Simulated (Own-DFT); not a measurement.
GaP (zincblende, atoms displaced) (calculated)

All values are calculated (Own-DFT development build). A calculation, not a measurement: plane-wave PBE density functional theory by an unreviewed code, no spin, of a simulated periodic cell, stress positive in tension, free energy of the whole cell less one offset for each atom, forces on such cells passed a denser k mesh, this cell's mesh not checked; offsets are fitted by least squares, one for each functional and potential file, so energies compare only between cells with the same atoms and settings and are not formation energies; the far tail of each file's local potential was reset to the Coulomb form; each entry is a single point on an unrelaxed cell, so the pressure reflects the starting lattice, mostly measured values (interpolated for alloys), from which strain is counted, and rises with the displacements; printed positions are rounded, which can move forces by about a meV/angstrom; the program, named Own-DFT, is a retired in-house code; no spin-orbit coupling.

Common to all runs: functional PBE; potential files PseudoDojo norm-conserving, scalar-relativistic, standard set; wave cutoff 42 hartree; occupations Fermi-Dirac; smearing width 0.1 eV; hardware one NVIDIA H100; k mesh 3 x 3 x 3 centred on Gamma.

(1) GaP (zincblende, atoms displaced)

```
cell vectors (Å)
  10.9010     0.0000     0.0000
   0.0000    10.9010     0.0000
   0.0000     0.0000    10.9010
atoms (fractions of the cell vectors)
Ga  0.00411  0.00391  0.98929
Ga  0.00391  0.24256  0.24605
Ga  0.25127  0.99806  0.25339
Ga  0.25034  0.25174  0.99893
P   0.13178  0.12119  0.12541
P   0.11893  0.37073  0.37845
P   0.36851  0.12007  0.37016
P   0.37220  0.37868  0.13034
Ga  0.00126  0.00257  0.50388
Ga  0.00405  0.25448  0.74758
Ga  0.25029  0.00294  0.74711
Ga  0.24790  0.24412  0.50272
P   0.12620  0.12983  0.63022
P   0.12581  0.37564  0.86853
P   0.37892  0.13451  0.87487
P   0.37354  0.37658  0.62835
Ga  0.00062  0.49956  0.99708
Ga  0.99818  0.74698  0.24316
Ga  0.24578  0.50033  0.25026
Ga  0.25187  0.75622  0.99366
P   0.13116  0.62570  0.12675
P   0.12774  0.87373  0.36709
P   0.38223  0.61980  0.37087
P   0.37408  0.87988  0.12495
Ga  0.00017  0.50007  0.49550
Ga  0.00713  0.75080  0.75161
Ga  0.25721  0.49736  0.76083
Ga  0.25317  0.74915  0.50581
P   0.12640  0.61980  0.61702
P   0.12461  0.87079  0.86741
P   0.38212  0.61823  0.87034
P   0.37150  0.88183  0.63022
Ga  0.50551  0.00299  0.00163
Ga  0.50279  0.25420  0.24519
Ga  0.74728  0.00139  0.24580
Ga  0.75436  0.25262  0.00035
P   0.62626  0.12588  0.12144
P   0.62546  0.37971  0.36893
P   0.87942  0.11899  0.37019
P   0.87426  0.37587  0.11796
Ga  0.50472  0.00534  0.50166
Ga  0.49112  0.25029  0.75159
Ga  0.74645  0.00738  0.75286
Ga  0.75457  0.24692  0.50080
P   0.61469  0.11693  0.62373
P   0.62592  0.37036  0.87786
P   0.87935  0.12415  0.88082
P   0.87729  0.36861  0.62358
Ga  0.50230  0.49708  0.00153
Ga  0.49513  0.75653  0.24646
Ga  0.74741  0.50192  0.24542
Ga  0.74998  0.75119  0.00038
P   0.63416  0.63273  0.12279
P   0.61656  0.88039  0.36712
P   0.87744  0.63194  0.37745
P   0.87403  0.88140  0.12608
Ga  0.49895  0.49204  0.50958
Ga  0.50077  0.74641  0.75055
Ga  0.73812  0.49409  0.75044
Ga  0.73951  0.75166  0.51078
P   0.62755  0.62585  0.62663
P   0.62572  0.87699  0.87615
P   0.87849  0.62227  0.88220
P   0.87216  0.87186  0.63055
```

* free energy of cell above offsets: -33.480 eV
* pressure: 3.2 GPa
* stress xx: -3.21 GPa
* stress yy: -3.25 GPa
* stress zz: -3.15 GPa
* stress yz: 0.19 GPa
* stress xz: -0.18 GPa
* stress xy: -0.43 GPa
* wall time: 542.4 s

Force:
```csv
element,x (eV/Å),y (eV/Å),z (eV/Å)
Ga,0.38,-0.927,1.363
Ga,-0.417,0.576,-0.119
Ga,-0.343,-0.285,-0.561
Ga,-0.037,0.237,0.282
P,-0.245,0.09,-0.705
P,0.689,-0.066,-0.585
P,1.299,1.151,0.823
P,0.116,-0.208,-0.789
Ga,0.119,-0.768,-0.29
Ga,-0.636,-0.485,0.458
Ga,0.004,0.391,0.902
Ga,0.362,0.578,-0.548
P,-0.292,-0.705,-0.339
P,-0.003,-0.03,1.088
P,-0.865,-1.609,0.692
P,-0.437,-0.675,-0.188
Ga,0.674,-0.046,0.479
Ga,0.089,0.532,0.304
Ga,0.146,-0.188,0.859
Ga,0.362,-0.714,0.355
P,-0.515,0.088,-0.988
P,-0.477,-0.349,1.208
P,-0.445,0.343,0.793
P,-0.015,-0.003,-0.742
Ga,-0.562,-0.04,0.158
Ga,-1.06,-1.34,-0.839
Ga,-0.883,0.334,-1.438
Ga,0.153,0.106,-1.061
P,0.289,0.089,1.369
P,0.693,1.146,0.664
P,-0.157,0.969,1.149
P,0.978,-0.853,-0.668
Ga,-0.657,-0.151,-0.392
Ga,-0.422,-0.517,0.442
Ga,0.148,0.006,0.399
Ga,-0.178,-0.526,-0.104
P,0.199,0.598,0.286
P,0.138,-0.677,1.031
P,-0.548,0.354,0.412
P,0.593,-0.033,1.135
Ga,-1.697,-1.22,-1.274
Ga,1.259,0.395,-0.644
Ga,0.435,-0.566,-0.061
Ga,-0.595,-0.332,-0.651
P,1.563,2.126,0.984
P,-0.598,-0.235,-0.266
P,-0.562,1.003,-1.331
P,-0.525,1.042,0.181
Ga,0.257,0.332,0.522
Ga,0.321,-0.899,-0.101
Ga,0.901,0.379,0.344
Ga,0.848,0.621,-0.356
P,-1.6,-0.572,0.288
P,0.752,-0.34,1.049
P,-0.889,-0.446,-0.078
P,0.472,-0.403,-0.811
Ga,0.476,0.8,-1.139
Ga,-0.033,0.83,-0.116
Ga,1.621,0.257,0.169
Ga,0.956,0.738,-1.678
P,-1.014,-0.757,0.232
P,-0.136,-0.297,-0.167
P,-0.63,0.45,-1.344
P,0.183,0.702,-0.046
```

(2) GaP (zincblende, atoms displaced)

```
cell vectors (Å)
  10.9010     0.0000     0.0000
   0.0000    10.9010     0.0000
   0.0000     0.0000    10.9010
atoms (fractions of the cell vectors)
Ga  0.99232  0.99608  0.00162
Ga  0.99429  0.24610  0.25528
Ga  0.24420  0.99313  0.25331
Ga  0.25751  0.25274  0.00599
P   0.13537  0.12309  0.11968
P   0.12581  0.36898  0.37979
P   0.37586  0.12392  0.37885
P   0.37129  0.37692  0.12856
Ga  0.00057  0.99803  0.49817
Ga  0.00672  0.25211  0.75385
Ga  0.25377  0.99495  0.75149
Ga  0.24919  0.24708  0.49529
P   0.12247  0.12955  0.63413
P   0.12445  0.36872  0.87909
P   0.37119  0.12819  0.87203
P   0.37194  0.37874  0.63379
Ga  0.00107  0.49000  0.99952
Ga  0.00334  0.75602  0.24761
Ga  0.24737  0.50113  0.24791
Ga  0.25226  0.74701  0.00591
P   0.11684  0.62781  0.13098
P   0.12841  0.86842  0.37150
P   0.37363  0.62898  0.37976
P   0.36687  0.86719  0.12925
Ga  0.00536  0.50396  0.49454
Ga  0.99440  0.75207  0.74989
Ga  0.25226  0.49808  0.75191
Ga  0.24231  0.74521  0.49870
P   0.12430  0.63215  0.62497
P   0.12370  0.87033  0.87504
P   0.38027  0.62355  0.87023
P   0.37477  0.87203  0.62580
Ga  0.50036  0.00175  0.99013
Ga  0.50781  0.24458  0.25201
Ga  0.74723  0.00809  0.25701
Ga  0.74576  0.24589  0.01322
P   0.62858  0.11759  0.13201
P   0.63162  0.37280  0.37085
P   0.89366  0.12211  0.37620
P   0.87602  0.37091  0.13012
Ga  0.49792  0.99639  0.50547
Ga  0.50347  0.25553  0.74151
Ga  0.74434  0.00388  0.75202
Ga  0.75461  0.25879  0.49827
P   0.62857  0.12531  0.63068
P   0.63261  0.37383  0.87018
P   0.87710  0.12757  0.87485
P   0.87695  0.37292  0.62989
Ga  0.49941  0.50042  0.99550
Ga  0.50110  0.75585  0.25446
Ga  0.74968  0.49976  0.25948
Ga  0.75124  0.74354  0.99748
P   0.62081  0.62907  0.12489
P   0.62012  0.86942  0.37299
P   0.87152  0.62654  0.36958
P   0.87984  0.87815  0.12349
Ga  0.49364  0.49713  0.50026
Ga  0.49562  0.73726  0.74589
Ga  0.75170  0.49298  0.74778
Ga  0.74289  0.75175  0.50749
P   0.61680  0.62383  0.62414
P   0.62582  0.88208  0.87121
P   0.87662  0.61992  0.87855
P   0.88081  0.87286  0.62569
```

* free energy of cell above offsets: -32.927 eV
* pressure: 3.37 GPa
* stress xx: -3.28 GPa
* stress yy: -3.43 GPa
* stress zz: -3.41 GPa
* stress yz: 0.46 GPa
* stress xz: 0.19 GPa
* stress xy: 0.03 GPa
* wall time: 538.2 s

Force:
```csv
element,x (eV/Å),y (eV/Å),z (eV/Å)
Ga,1.387,0.878,-0.796
Ga,1.875,0.54,-1.37
Ga,0.742,0.89,-0.486
Ga,-0.36,-0.389,-0.546
P,-1.357,-0.135,0.728
P,-0.175,0.714,-0.907
P,0.136,-0.424,-0.42
P,1.353,0.058,0.029
Ga,1.163,-0.511,0.925
Ga,-1.063,-0.167,0.078
Ga,-0.667,0.188,0.064
Ga,0.186,-0.013,1.289
P,0.829,-1.12,-1.203
P,0.978,0.745,0.016
P,0.811,0.298,-0.038
P,0.114,-0.788,-1.622
Ga,-0.125,0.648,0.556
Ga,-1.063,-0.207,0.222
Ga,-0.219,0.229,0.756
Ga,-0.679,-0.532,-0.849
P,0.747,-1.034,-1.066
P,-0.665,0.6,0.993
P,0.092,-0.636,-0.705
P,1.308,1.199,-0.226
Ga,-0.573,-0.081,0.495
Ga,0.583,-0.6,0.632
Ga,-1.051,0.647,0.376
Ga,0.936,0.635,0.26
P,-0.338,-1.18,0.62
P,0.172,0.185,0.319
P,-1.254,-0.188,1.141
P,-0.349,-0.405,-0.153
Ga,-0.657,-0.169,1.009
Ga,-0.88,0.293,-0.089
Ga,1.239,-1.335,0.478
Ga,0.634,0.26,-1.127
P,-1.193,0.317,-0.997
P,-1.223,0.082,0.88
P,-2.794,-0.061,0.513
P,-0.432,0.381,0.095
Ga,0.413,0.3,-0.144
Ga,-0.138,-0.449,1.026
Ga,1.49,-0.135,-0.043
Ga,0.345,-1.258,0.373
P,-0.291,0.373,-1.656
P,-0.866,-0.476,1.203
P,-0.477,-0.047,0.39
P,0.763,0.488,-0.752
Ga,0.424,-0.403,0.303
Ga,-0.888,-1.047,-0.858
Ga,0.102,0.414,-1.683
Ga,-0.139,0.9,0.258
P,0.267,-0.618,0.308
P,1.05,1.469,1.043
P,0.532,0.695,1.008
P,-1.548,-0.559,0.805
Ga,0.234,-0.107,-0.206
Ga,0.451,1.858,0.206
Ga,0.041,1.139,-0.027
Ga,0.608,-0.241,-0.506
P,1.179,-0.887,-0.128
P,-0.234,-1.814,0.135
P,-0.066,-0.154,-0.673
P,-1.418,0.747,-0.258
```
